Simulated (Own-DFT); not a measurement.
## Calculated data, GaP (zincblende, strained, atoms displaced), SiC (4H silicon carbide, strained, atoms displaced), SiC (2H silicon carbide, atoms displaced)

Computed with Own-DFT development build. A calculation, not a measurement: plane-wave PBE density functional theory by an unreviewed code, no spin, of a simulated periodic cell, stress positive in tension, free energy of the whole cell less one offset for each atom, forces on such cells passed a denser k mesh, this cell's mesh not checked; offsets are fitted by least squares, one for each functional and potential file, so energies compare only between cells with the same atoms and settings and are not formation energies; the far tail of each file's local potential was reset to the Coulomb form; each entry is a single point on an unrelaxed cell, so the pressure reflects the starting lattice, mostly measured values (interpolated for alloys), from which strain is counted, and rises with the displacements; printed positions are rounded, which can move forces by about a meV/angstrom; the program, named Own-DFT, is a retired in-house code; no spin-orbit coupling.

Settings shared by all entries: functional PBE; potential files PseudoDojo norm-conserving, scalar-relativistic, standard set; wave cutoff 42 hartree; occupations Fermi-Dirac; smearing width 0.1 eV; hardware one NVIDIA H100.

(1) GaP (zincblende, strained, atoms displaced)

```xyz
64
Lattice="10.8620 0.0000 0.0000 0.0000 10.8620 0.0000 0.0000 0.0000 10.9439" Properties=species:S:1:pos:R:3 GaP
Ga     0.0036    10.8276     0.1292
Ga    10.8525     2.6583     2.7159
Ga     2.7201    10.7647     2.6871
Ga     2.8146     2.7244     0.1662
P      1.4132     1.2819     1.2356
P      1.3727     3.9741     4.0635
P      4.0735     1.4000     4.0984
P      4.0056     4.1472     1.5030
Ga     0.1253    10.8286     5.4342
Ga    10.8596     2.6323     8.2317
Ga     2.6823     0.0118     8.2112
Ga     2.6805     2.6639     5.3610
P      1.3280     1.3231     6.7539
P      1.2400     4.1803     9.5703
P      4.1528     1.4074     9.4988
P      3.9289     4.0033     6.8186
Ga     0.1187     5.3838    10.7828
Ga    10.7155     8.1482     2.6313
Ga     2.7162     5.3908     2.8152
Ga     2.7007     8.1599     0.0581
P      1.2975     6.8155     1.3818
P      1.3626     9.4628     4.1586
P      4.0047     6.8593     4.0199
P      4.1063     9.3138     1.3939
Ga    10.8282     5.3286     5.4766
Ga     0.0965     8.0388     8.3386
Ga     2.7243     5.4740     8.2028
Ga     2.6910     8.1671     5.5377
P      1.4435     6.8850     6.8945
P      1.3965     9.6221     9.7241
P      4.0934     6.8587     9.5068
P      4.1803     9.4660     6.7851
Ga     5.4330     0.1020    10.9240
Ga     5.3620     2.8197     2.7738
Ga     8.1439    10.8593     2.5553
Ga     8.1795     2.8443    10.8297
P      6.8722     1.3310     1.2120
P      6.8775     4.1145     3.9558
P      9.4417     1.2563     4.0856
P      9.5404     4.2071     1.2036
Ga     5.4439    10.8109     5.3669
Ga     5.4285     2.7187     8.0569
Ga     8.0864     0.0821     8.1532
Ga     8.1529     2.6644     5.4324
P      6.6633     1.4111     6.9166
P      6.7664     3.9983     9.6030
P      9.4720     1.3605     9.5322
P      9.6491     4.0137     6.8542
Ga     5.4092     5.4168     0.0823
Ga     5.4945     8.2134     2.7708
Ga     8.1562     5.2912     2.7457
Ga     8.1437     8.1587     0.0416
P      6.8793     6.8340     1.3063
P      6.8432     9.5075     4.1226
P      9.6101     6.8100     3.9202
P      9.4575     9.5117     1.2671
Ga     5.3906     5.3847     5.5143
Ga     5.5069     8.1325     8.2940
Ga     8.2332     5.5044     8.3127
Ga     8.1839     8.2681     5.5298
P      6.8271     6.6994     6.7148
P      6.7962     9.5522     9.5991
P      9.6542     6.7299     9.5513
P      9.6612     9.6395     6.9163
```

It was run with k mesh 3 x 3 x 3 centred on Gamma.

The calculation gives: free energy of cell above offsets -29.972 eV; pressure 4.26 GPa; stress xx -4.63 GPa; stress yy -4.44 GPa; stress zz -3.72 GPa; stress yz 0.13 GPa; stress xz 0.69 GPa; stress xy -0.49 GPa; wall time 516.8 s.

Force:
```tsv
element	x (eV/Å)	y (eV/Å)	z (eV/Å)
Ga	-0.681	0.678	-1.736
Ga	-0.385	-0.041	-0.775
Ga	0.218	0.105	0.261
Ga	-0.343	0.232	-2.02
P	-0.095	0.643	1.987
P	-0.682	0.76	0.064
P	0.266	-1.02	-0.738
P	0.872	-0.207	-1.145
Ga	-1.265	0.234	-0.296
Ga	0.623	0.108	-0.135
Ga	0.661	-0.081	-0.428
Ga	-0.127	-0.188	0.944
P	0.84	0.662	0.968
P	3.626	-3.374	-2.049
P	-1.063	0.215	0.578
P	0.692	0.492	-0.204
Ga	-1.556	2.404	3.154
Ga	1.752	1.026	-0.212
Ga	-1.246	1.219	0.006
Ga	-0.159	-0.711	-0.579
P	0.542	-0.716	-0.381
P	-0.092	-0.31	-1.501
P	0.77	-0.458	1.2
P	0.327	2.376	-0.411
Ga	1.009	1.4	-0.685
Ga	0.378	2.069	-0.632
Ga	-0.086	-0.188	0.276
Ga	0.877	0.126	-0.602
P	-1.011	-1.36	-0.613
P	-0.097	-1.15	-1.022
P	-0.39	-0.985	1.309
P	-0.603	0.291	0.855
Ga	-0.581	-1.236	0.016
Ga	1.081	-1.124	-0.503
Ga	-0.336	0.001	1.198
Ga	0.794	-1.184	0.821
P	-0.654	1.559	1.029
P	-1.828	-1.495	2.645
P	0.694	0.109	-0.363
P	0.139	-1.308	1.09
Ga	-0.182	0.823	0.7
Ga	-1.097	1.579	1.741
Ga	0.417	-0.543	0.332
Ga	-0.126	0.406	0.467
P	1.717	-1.398	-2.706
P	-0.951	1.628	-1.21
P	0.311	-0.339	0.848
P	-1.987	-0.006	0.181
Ga	0.12	0.483	-0.79
Ga	0.426	-1.17	0.023
Ga	1.658	2.515	-1.87
Ga	0.349	-0.201	-1.865
P	-0.95	-1.035	1.416
P	0.378	0.478	-0.858
P	-1.839	-1.369	2.561
P	0.318	-0.13	0.844
Ga	-0.494	0.026	-1.115
Ga	0.484	0.115	-1.375
Ga	-0.836	-1.153	-1.26
Ga	1.076	-0.809	-0.044
P	0.498	0.848	1.525
P	0.391	-0.182	-0.185
P	-1.626	1.077	1.115
P	-0.93	-1.217	0.152
```

(2) GaP (zincblende, strained, atoms displaced)

```xyz
64
Lattice="10.8620 0.0000 0.0000 0.0000 10.8620 0.0000 0.0000 0.0000 10.9439" Properties=species:S:1:pos:R:3 GaP
Ga    10.7549     0.0279    10.8591
Ga     0.0513     2.7447     2.8152
Ga     2.7550    10.8248     2.6984
Ga     2.7738     2.6999     0.0384
P      1.3472     1.4592     1.4507
P      1.3377     4.0680     4.0346
P      4.0138     1.3088     4.0893
P      4.1105     4.0701     1.3950
Ga    10.8281     0.0487     5.4771
Ga    10.7350     2.7505     8.1863
Ga     2.7067    10.8130     8.2891
Ga     2.6359     2.7661     5.4839
P      1.3116     1.4492     6.7234
P      1.2671     4.0371     9.6545
P      4.1718     1.4347     9.5363
P      3.9675     4.1195     6.8747
Ga     0.0259     5.3497     0.1545
Ga    10.8458     8.3148     2.8473
Ga     2.6414     5.4588     2.8437
Ga     2.6393     8.2727     0.0475
P      1.2049     6.8007     1.4167
P      1.4851     9.4482     4.1140
P      4.0735     6.6406     4.0876
P      4.1940     9.6220     1.3133
Ga    10.7921     5.3287     5.4380
Ga    10.6263     8.1612     8.1909
Ga     2.6566     5.4351     8.2548
Ga     2.6022     8.1352     5.3649
P      1.2351     6.7165     6.7477
P      1.4136     9.5246     9.6624
P      4.0760     6.9350     9.6440
P      4.0297     9.5510     6.8072
Ga     5.3782     0.0563    10.9238
Ga     5.3815     2.7268     2.8484
Ga     8.0788    10.7541     2.7008
Ga     8.3252     2.7503     0.0207
P      6.7569     1.3935     1.3861
P      6.7443     4.0336     4.2193
P      9.4884     1.4103     4.1942
P      9.4583     4.1188     1.4939
Ga     5.4532     0.0531     5.4027
Ga     5.4760     2.8129     8.1076
Ga     8.0867    10.8375     8.2481
Ga     8.1026     2.7533     5.3121
P      6.7765     1.3619     6.7300
P      6.8684     4.1176     9.5376
P      9.5673     1.2906     9.4124
P      9.6736     3.9857     6.7537
Ga     5.3439     5.3436    10.7955
Ga     5.5104     8.1509     2.6826
Ga     8.1110     5.3378     2.8222
Ga     8.1988     8.1221     0.0559
P      6.8532     6.7387     1.3175
P      6.7711     9.5477     4.2573
P      9.6187     6.9180     4.0667
P      9.5560     9.4590     1.3592
Ga     5.4135     5.4253     5.4454
Ga     5.4934     8.0540     8.2801
Ga     8.0692     5.3863     8.3070
Ga     8.3016     8.1715     5.4562
P      6.8943     6.7555     6.9157
P      6.7705     9.4989     9.7742
P      9.6548     6.7998     9.4345
P      9.6288     9.3860     6.8757
```

Here we set k mesh 3 x 3 x 3 centred on Gamma.

Results for GaP (zincblende, strained, atoms displaced): free energy of cell above offsets -29.420 eV; pressure 4.35 GPa; stress xx -4.2 GPa; stress yy -4.8 GPa; stress zz -4.05 GPa; stress yz 1.7 GPa; stress xz -0.08 GPa; stress xy -0.03 GPa; wall time 582.4 s.

Force:
```tsv
element	x (eV/Å)	y (eV/Å)	z (eV/Å)
Ga	1.414	-0.039	1.177
Ga	-1.151	-0.616	-0.416
Ga	-0.358	0.293	-0.275
Ga	-0.214	0.085	-0.19
P	-0.073	-1.412	-1.007
P	0.239	0.377	1.243
P	-0.004	0.862	0.488
P	-0.49	0.453	0.169
Ga	0.604	-0.627	0.095
Ga	2.228	-0.523	0.185
Ga	0.278	1.131	-1.002
Ga	0.774	-0.065	-0.605
P	0.072	-1.029	2.011
P	0.682	-0.246	-0.293
P	-0.791	-0.117	-0.267
P	0.725	-0.055	-0.418
Ga	-0.53	0.581	-1.087
Ga	0.878	-0.491	-1.094
Ga	0.104	-0.105	-1.906
Ga	0.839	-1.22	1.237
P	1.53	0.9	0.551
P	-1.715	2.423	-1.043
P	0.318	2.23	-0.109
P	-1.325	-1.491	1.054
Ga	0.944	1.273	-0.864
Ga	4.687	-0.555	0.467
Ga	-0.476	0.866	0.281
Ga	1.905	-1.824	2.18
P	0.669	0.734	0.865
P	-1.923	0.256	-1.223
P	-1.064	-1.323	-0.165
P	0.52	-0.902	0.107
Ga	0.963	1.072	-0.252
Ga	0.15	-0.376	-0.798
Ga	0.338	0.896	0.249
Ga	-1.053	-0.785	-0.268
P	0.554	0.167	-0.096
P	-0.548	1.03	-1.36
P	0.076	-1.16	-1.959
P	0.83	-0.838	-0.361
Ga	-1.333	0.045	0.995
Ga	0.066	-0.428	0.043
Ga	-0.425	-0.666	-0.714
Ga	1.037	-0.694	2.43
P	0.544	0.365	0.892
P	-1.017	-1.944	1.322
P	-1.221	0.684	1.106
P	-3.614	0.639	0.165
Ga	0.401	0.764	1.016
Ga	-0.163	-0.263	0.44
Ga	-0.364	1.625	0.217
Ga	0.52	-0.633	-0.725
P	-0.613	-0.62	0.339
P	0.805	-1.401	-1.416
P	-1.367	-2.065	0.409
P	-0.473	0.954	0.042
Ga	0.108	0.249	1.592
Ga	0.016	1.347	-0.804
Ga	2.555	1.043	-1.729
Ga	-1.128	-0.402	0.449
P	-0.604	0.34	-1.265
P	0.397	-0.093	-1.476
P	-2.385	-2.332	3.283
P	-2.344	3.655	-1.907
```

(3) SiC (4H silicon carbide, strained, atoms displaced)

```xyz
72
Lattice="9.3687 0.1449 -0.0819 -4.5589 8.0287 0.1098 -0.0891 0.0866 10.2677" Properties=species:S:1:pos:R:3 SiC
Si    -0.0442     0.1381     4.2092
Si    -0.1093     1.7606     1.6802
C      9.3392     0.1756     0.8498
C     -0.0735     1.7911     3.6324
Si     7.7868     2.8537     4.1552
Si    -1.4606     4.4762     1.6852
C      7.7506     2.7942     0.8970
C     -1.4258     4.4719     3.6381
Si     6.2111     5.3885     4.1900
Si    -2.9700     7.1486     1.7471
C      6.2348     5.5699     0.9636
C     -3.0753     7.1904     3.6654
Si    -1.4820     8.0679     4.3314
Si     3.0838     1.8898     1.6351
C      3.1725     0.0635     0.9822
C      3.0315     1.8221     3.4537
Si     1.5758     2.7691     4.1804
Si     1.5611     4.5035     1.6999
C      1.6173     2.7081     0.8805
C      1.6095     4.6021     3.6028
Si     0.0812     5.4626     4.2743
Si     0.1134     7.2403     1.7249
C      0.1202     5.4466     1.0562
C      0.0447     7.2565     3.5689
Si     1.6443     8.1298     4.2380
Si     6.2051     1.9242     1.5352
C      1.7260     8.1097     0.9843
C      6.3133     1.9371     3.4426
Si     4.7319     2.8654     4.2159
Si     4.7801     4.6462     1.5387
C      4.7205     2.8229     0.8688
C      4.8220     4.6327     3.5323
Si     3.2197     5.4437     4.1814
Si     3.2136     7.2297     1.5793
C      3.2005     5.4831     1.0884
C      3.1374     7.3316     3.5562
Si     9.2514     0.2487     9.2546
Si     4.7330     6.4440     6.7141
C      0.0186     0.0657     6.1480
C      4.6216     6.4037     8.7618
Si     6.1848     5.5873     9.3011
Si     6.2636     3.7689     6.7341
C     -3.0268     5.4146     6.0665
C      6.2231     3.7878     8.7118
Si     7.7543     2.8103     9.2189
Si     7.8999     1.0807     6.6702
C     -1.5403     2.7425     6.1247
C      7.8055     1.1300     8.5115
Si     1.6030     8.1645     9.3210
Si     1.6192     6.3817     6.8633
C      1.5643     8.0973     6.1850
C      1.5167     6.3638     8.6443
Si     3.1661     5.5086     9.2806
Si     3.0947     3.6696     6.6916
C      3.1680     5.5104     6.1238
C      3.1119     3.7604     8.6104
Si     4.6117     2.7463     9.2645
Si     4.5937     1.0328     6.7536
C      4.6926     2.9009     6.1267
C      4.6126     1.0292     8.6321
Si     3.0871     0.1536     9.2317
Si    -1.4952     6.3289     6.7975
C      3.0872     0.1264     6.0592
C     -1.4758     6.3477     8.6601
Si    -0.0079     5.5077     9.3625
Si    -0.0039     3.6482     6.7946
C      0.1009     5.4438     6.1375
C     -0.0881     3.6627     8.7039
Si     1.4887     2.7726     9.3040
Si     1.5588     1.0378     6.7268
C      1.6117     2.8194     6.1368
C      1.5266     0.9894     8.7023
```

It was run with k mesh 4 x 4 x 3 centred on Gamma.

Results for SiC (4H silicon carbide, strained, atoms displaced): free energy of cell above offsets -6.618 eV; pressure -4.01 GPa; stress xx 3.53 GPa; stress yy 3.31 GPa; stress zz 5.18 GPa; stress yz 2.32 GPa; stress xz -3.12 GPa; stress xy 5.82 GPa; wall time 373 s.

Force:
```tsv
element	x (eV/Å)	y (eV/Å)	z (eV/Å)
Si	-0.207	-3.78	-0.012
Si	1.3	0.456	-0.832
C	0.234	-0.639	1.038
C	1.317	2.64	-1.294
Si	0.517	0.076	-0.251
Si	-0.909	0.196	-0.304
C	1.082	0.6	0.072
C	-1.304	0.544	-0.681
Si	4.31	3.736	-0.766
Si	-0.796	1.283	-0.286
C	2.651	-0.503	-0.341
C	0.25	-0.67	0.181
Si	-0.597	0.467	-2.099
Si	1.256	-0.626	-1.791
C	-0.98	0.18	-1.186
C	1.307	1.083	2.48
Si	-0.647	-0.12	0.105
Si	1.775	0.081	-1.034
C	-1.693	0.707	2.344
C	0.355	-1.273	-0.291
Si	-0.339	0.036	-0.567
Si	0.567	-0.202	-1.098
C	-1.346	-0.311	-0.822
C	0.72	-0.339	1.564
Si	-0.723	0.703	0.266
Si	0.671	-0.531	0.014
C	-1.547	0.725	-0.315
C	-1.819	-0.097	1.262
Si	-0.257	-1.538	-1.39
Si	-0.794	-1.306	0.952
C	-0.988	-0.4	1.321
C	-3.375	-2.027	-1.278
Si	-0.567	1.869	0.161
Si	0.774	1.157	1.643
C	-0.862	-1.382	-1.921
C	1.929	-1.227	0.083
Si	1.273	-0.721	-0.289
Si	0.215	-0.884	0.711
C	0.169	0.131	-0.896
C	1.646	2.052	-2.084
Si	1.439	-0.186	0.378
Si	0.24	0.333	0.655
C	-0.85	-0.237	2.889
C	-0.56	-0.824	-1.295
Si	-0.013	2.223	1.026
Si	-2.658	0.105	-0.588
C	-0.316	-0.497	0.348
C	-1.429	-1.39	1.22
Si	0.62	0.092	0.255
Si	-0.233	-0.702	-2.751
C	1.303	1.974	-0.326
C	1.283	0.364	2.585
Si	-2.182	-0.657	1.547
Si	1.303	2.132	1.484
C	0.193	-0.123	-0.374
C	-0.625	-1.568	0.532
Si	0.32	2.839	0.088
Si	1.33	0.1	-1.271
C	0.053	-1.532	-0.665
C	0.254	-0.223	-0.284
Si	-0.619	-1.285	1.67
Si	0.374	-0.18	-0.914
C	-0.226	-0.131	1.013
C	-2.118	0.638	1.273
Si	0.353	-1.337	0.366
Si	0.216	0.676	-0.235
C	-0.748	0.156	0.784
C	0.643	0.022	0.161
Si	0.56	1.027	-0.516
Si	-0.069	-0.836	0.804
C	-1.641	-1.078	-1.112
C	-0.764	-0.042	-1.114
```

(4) SiC (2H silicon carbide, atoms displaced)

```xyz
32
Lattice="6.1654 0.0000 0.0000 -3.0827 5.3394 0.0000 0.0000 0.0000 10.0681" Properties=species:S:1:pos:R:3 SiC
Si     6.1477     0.0305     0.0126
Si     0.0347     1.7693     2.5267
C      3.0563     5.2830     1.9153
C     -0.0065     1.8058     4.4079
Si     3.0887     5.2881     5.0848
Si     0.0497     1.7513     7.4914
C      0.0594     0.0213     6.9142
C     -0.0013     1.7911     9.4468
Si     4.6116     2.6612    10.0344
Si    -1.6066     4.4546     2.4679
C      4.6303     2.6399     1.9077
C     -1.5619     4.4005     4.3534
Si     4.5967     2.6600     5.0309
Si    -1.5359     4.4407     7.5342
C      4.6256     2.6562     6.9115
C     -1.5932     4.4528     9.4949
Si    -0.0083     5.3326    10.0655
Si     3.0702     1.7405     2.5787
C      3.0411     0.0118     1.9238
C      3.1071     1.7498     4.3933
Si     0.0345     5.3091     4.9896
Si     3.0330     1.7679     7.5058
C      3.0385     0.0044     6.9637
C      3.1121     1.7691     9.4164
Si     1.5278     2.6525    10.0160
Si     1.5175     4.4630     2.4834
C      1.5354     2.6890     1.8781
C      1.5463     4.4327     4.3953
Si     1.5246     2.7020     4.9979
Si     1.5477     4.4427     7.5744
C      1.5511     2.6376     6.9589
C      1.5500     4.4457     9.4001
```

Settings of this run: k mesh 5 x 5 x 3 centred on Gamma.

The calculation gives: free energy of cell above offsets -4.650 eV; pressure 3.85 GPa; stress xx -3.42 GPa; stress yy -3.43 GPa; stress zz -4.69 GPa; stress yz -0.01 GPa; stress xz -0.35 GPa; stress xy -0.12 GPa; wall time 131 s.

Force:
```tsv
element	x (eV/Å)	y (eV/Å)	z (eV/Å)
Si	-0.197	-0.518	-0.023
Si	-0.925	0.197	-0.279
C	-0.37	1.744	-0.88
C	0.161	-1.082	0.468
Si	0.45	1.089	-1.867
Si	-1.482	0.753	1.29
C	-1.289	-1.258	0.494
C	-0.147	-0.292	-0.922
Si	0.041	0.096	1.137
Si	1.296	-1.484	0.707
C	-0.275	-0.078	-0.524
C	0.217	0.902	0.927
Si	0.752	0.051	-0.373
Si	-0.141	-0.553	1.014
C	-0.081	-0.158	0.145
C	0.847	0.073	-1.149
Si	-0.098	0.142	0.011
Si	0.344	1.311	-1.979
C	0.21	-0.44	-0.79
C	-0.957	0.196	1.227
Si	-1.489	-0.044	0.853
Si	1.828	-0.075	1.057
C	1.388	-0.635	-1.399
C	-0.974	-0.172	-0.122
Si	0.9	0.271	0.875
Si	-0.362	-0.617	0.483
C	0.307	-0.6	-0.011
C	0.377	0.46	0.094
Si	0.356	-1.406	0.663
Si	-0.115	0.433	-0.987
C	-0.281	1.575	-1.529
C	-0.291	0.119	1.389
```

(5) SiC (4H silicon carbide, strained, atoms displaced)

```xyz
72
Lattice="9.1086 -0.0100 0.1297 -4.5630 7.9160 -0.1890 0.1412 -0.1560 10.0983" Properties=species:S:1:pos:R:3 SiC
Si     9.1547    -0.0668     4.3028
Si    -0.0734     1.7773     1.5771
C      9.0204    -0.0024     1.0505
C      0.0220     1.7340     3.3603
Si    -1.3888     2.5935     4.0714
Si    -1.4907     4.4093     1.5794
C     -1.4698     2.6600     0.9138
C     -1.5267     4.3222     3.4058
Si    -2.9549     5.2175     3.9409
Si    -3.0421     7.0490     1.4766
C      5.9383     5.2659     0.9418
C     -3.0413     6.9968     3.4516
Si    -1.4923     7.8200     3.9436
Si     3.0118     1.6081     1.5431
C     -1.5513     7.8779     0.8369
C      3.0719     1.7072     3.4423
Si     1.5659     2.6313     4.1207
Si     1.5763     4.4200     1.4976
C      1.6450     2.6132     0.9307
C      1.6099     4.3649     3.3204
Si     0.0543     5.2115     4.0243
Si     0.0601     7.0084     1.5672
C      0.0188     5.2622     0.8495
C      0.0827     7.0599     3.3596
Si     1.5672     7.8285     4.0536
Si     6.1609     1.7740     1.5563
C      6.0344    -0.0089     0.9871
C      6.2388     1.7210     3.5089
Si     4.5613     2.5169     4.0147
Si     4.6046     4.3637     1.5864
C      4.6000     2.6147     0.9694
C      4.5363     4.3869     3.4549
Si     3.1388     5.2147     4.0461
Si     2.9908     7.0600     1.4332
C      3.0294     5.2652     0.9218
C      3.1073     6.9754     3.3999
Si     4.6451     7.7369     9.1041
Si     4.6765     5.9638     6.5490
C      0.0916    -0.0535     5.9705
C      4.7411     5.9651     8.5655
Si    -2.8777     5.0874     9.0122
Si     6.1331     3.3538     6.6253
C      6.0848     5.1932     6.0830
C      6.1797     3.4541     8.6493
Si    -1.3488     2.5776     9.0683
Si     7.7433     0.7952     6.7162
C      7.6435     2.5200     5.9913
C      7.6961     0.6787     8.6591
Si     1.6022     7.7671     9.0629
Si     1.5437     6.0308     6.6739
C      6.2544    -0.0495     6.0906
C      1.6770     6.0199     8.3773
Si     3.1628     5.2634     9.1640
Si     3.0713     3.4593     6.5744
C      3.0948     5.2251     6.0107
C      3.0479     3.4532     8.5705
Si     4.6482     2.5071     9.1844
Si     4.6833     0.8759     6.7309
C      4.5700     2.5820     5.9184
C      4.5602     0.7397     8.5848
Si     3.1208    -0.1272     9.2157
Si    -1.4739     6.0044     6.5137
C     -1.3948     7.7978     5.8127
C     -1.4264     6.0312     8.4538
Si     0.1044     5.1079     9.0417
Si     0.0696     3.4332     6.5626
C      0.0490     5.1612     5.9722
C      0.0278     3.3282     8.4430
Si     1.6306     2.4642     9.1261
Si     1.5880     0.7637     6.6332
C      1.6135     2.4755     5.9555
C      1.6839     0.7939     8.5635
```

It was run with k mesh 4 x 4 x 3 centred on Gamma.

The calculation gives: free energy of cell above offsets -4.596 eV; pressure 11.26 GPa; stress xx -15.6 GPa; stress yy -12.17 GPa; stress zz -6.02 GPa; stress yz -5.16 GPa; stress xz 5.53 GPa; stress xy -0.97 GPa; wall time 345.8 s.

Force:
```tsv
element	x (eV/Å)	y (eV/Å)	z (eV/Å)
Si	-1.162	1.165	-1.847
Si	3.017	-0.667	-1.517
C	2.028	0.68	0.558
C	1.641	-0.555	2.881
Si	-1.706	-0.57	-1.433
Si	-0.966	0.041	-2.205
C	-0.321	1.414	-1.755
C	2.299	0.691	0.473
Si	-2.605	0.196	1.766
Si	-1.9	-0.773	-0.17
C	4.271	1.122	0.296
C	1.317	-0.766	-2.505
Si	0.458	1.75	0.854
Si	1.56	3.866	1.589
C	0.987	-2.335	-0.855
C	-1.04	-1.275	0.117
Si	0.102	-0.938	-2.321
Si	-0.733	-1.793	-0.428
C	-3.111	0.266	-0.619
C	-1.003	0.053	2.838
Si	0.571	0.49	-0.119
Si	-1.095	0.155	-2.505
C	-0.115	0.141	0.404
C	-0.978	-2.144	1.109
Si	1.719	1.599	-0.589
Si	-1.496	-0.635	1.726
C	0.373	0.187	0.468
C	-2.018	-0.635	-0.247
Si	1.999	1.212	0.555
Si	-2.785	-0.594	0.224
C	-0.631	-0.685	-0.008
C	3.124	-2.104	-0.212
Si	-2.509	1.572	0.928
Si	0.268	-1.204	2.141
C	0.916	1.118	-0.542
C	-0.608	0.165	-0.159
Si	1.15	0.499	-0.136
Si	-3.493	3.395	2.819
C	0.496	-1.387	1.398
C	-0.864	1.24	-1.941
Si	-0.889	3.204	2.085
Si	-0.625	1.33	0.727
C	3.778	-2.874	-2.978
C	0.174	-4.651	-2.975
Si	-3.516	-3.056	2.007
Si	-1.021	-0.323	1
C	1.083	0.607	2.048
C	0.095	1.918	-1.028
Si	-0.831	0.306	-0.976
Si	1.22	1.599	-4.345
C	-2.224	-0.906	0.97
C	-1.565	0.234	4.132
Si	0.236	-2.649	-0.423
Si	0.45	-0.274	1.562
C	-0.565	-0.747	-1.66
C	1.855	-0.078	-1.546
Si	-0.793	0.819	0.547
Si	-0.791	-1.743	-1.715
C	0.797	-0.42	1.184
C	2.599	0.69	0.057
Si	-0.299	-0.846	0.479
Si	0.004	1.895	0.779
C	-0.309	0.06	1.06
C	0.922	-0.237	-1.007
Si	0.298	0.632	0.563
Si	-0.023	-1.474	-0.009
C	0.557	0.132	-1.343
C	3.791	2.017	-1.003
Si	-0.268	1.738	1.354
Si	1.626	-0.581	0.349
C	-1.04	1.816	0.394
C	-1.884	-2.094	-1.321
```
